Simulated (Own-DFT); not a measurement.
# One host, several defects: C40 NbSi2

No measurement is shown. These are fixed-geometry runs of a retired plane-wave code named Own-DFT, which no person has reviewed; spin and spin-orbit coupling are neglected.

Common settings: PBE; PseudoDojo norm-conserving scalar-relativistic files; cutoff 42 hartree; 4 x 4 x 5 k mesh centred on Gamma; cold (Marzari-Vanderbilt) smearing of 0.2 eV.

Limits: forces on such cells failed a check on a denser k mesh; stress not checked against mesh or cutoff.

All runs share one cell, with vectors in Å (0.000, 8.324, 0.000); (-9.613, 0.000, 0.000); (0.000, 0.000, 6.586) and a volume of 527.0 Å³. The atoms are randomly displaced, by u rms on each axis. The defect's site can differ from row to row.

| cell | formula | u (Å) | P (GPa) |
|---|---|---|---|
| no defect | Nb12Si24 | 0.0201 | 1.56 |
| no defect | Nb12Si24 | 0.0469 | 2.46 |
| no defect | Nb12Si24 | 0.0495 | 2.57 |
| two Nb vacancies | Nb10Si24 | 0.0250 | -0.21 |
| two Nb vacancies | Nb10Si24 | 0.0469 | 0.67 |
| two Nb vacancies | Nb10Si24 | 0.0478 | 1.07 |
| two Si on a Nb site each | Nb10Si26 | 0.0311 | 1.61 |
| two Si on a Nb site each | Nb10Si26 | 0.0475 | 2.56 |
| two Si on a Nb site each | Nb10Si26 | 0.0498 | 2.24 |
| one Si vacancy | Nb12Si23 | 0.0296 | 1.16 |
| one Si vacancy | Nb12Si23 | 0.0476 | 1.83 |
| one Si vacancy | Nb12Si23 | 0.0477 | 1.98 |
| two Nb on a Si site each | Nb14Si22 | 0.0295 | 7.57 |
| two Nb on a Si site each | Nb14Si22 | 0.0300 | ? |
| two Nb on a Si site each | Nb14Si22 | 0.0504 | 8.27 |
| two Nb on a Si site each | Nb14Si22 | 0.0537 | 8.82 |

## Analysis

P = P0 + c u² + a shift for each defect gives P0 = 1.26 GPa, c = 556 ± 57 GPa/Å² and a scatter of 0.17 GPa. The shifts, and each times the cell's volume:

- two Nb on a Si site each: 5.80 ± 0.14 GPa, 19.1 eV (9.5 eV for each of its 2 sites)
- two Si on a Nb site each: -0.18 ± 0.14 GPa, -0.6 eV (-0.3 eV for each of its 2 sites) (not resolved)
- one Si vacancy: -0.60 ± 0.14 GPa, -2.0 eV
- two Nb vacancies: -1.70 ± 0.14 GPa, -5.6 eV (-2.8 eV for each of its 2 sites)

A positive shift means that the defect pushes the cell outwards. Shift times volume (160.2 GPa Å³ is 1 eV) depends little on the cell's size, so, taken for each site, it can be compared between cells at like pressure. The atoms around the defects weren't relaxed, which would change these numbers.

## The run left out

Q: what pressure belongs in the blank (two Nb on a Si site each, u = 0.0300 Å)?

The fit gives 7.56 ± 0.21 GPa. The run itself gave 7.51 GPa.
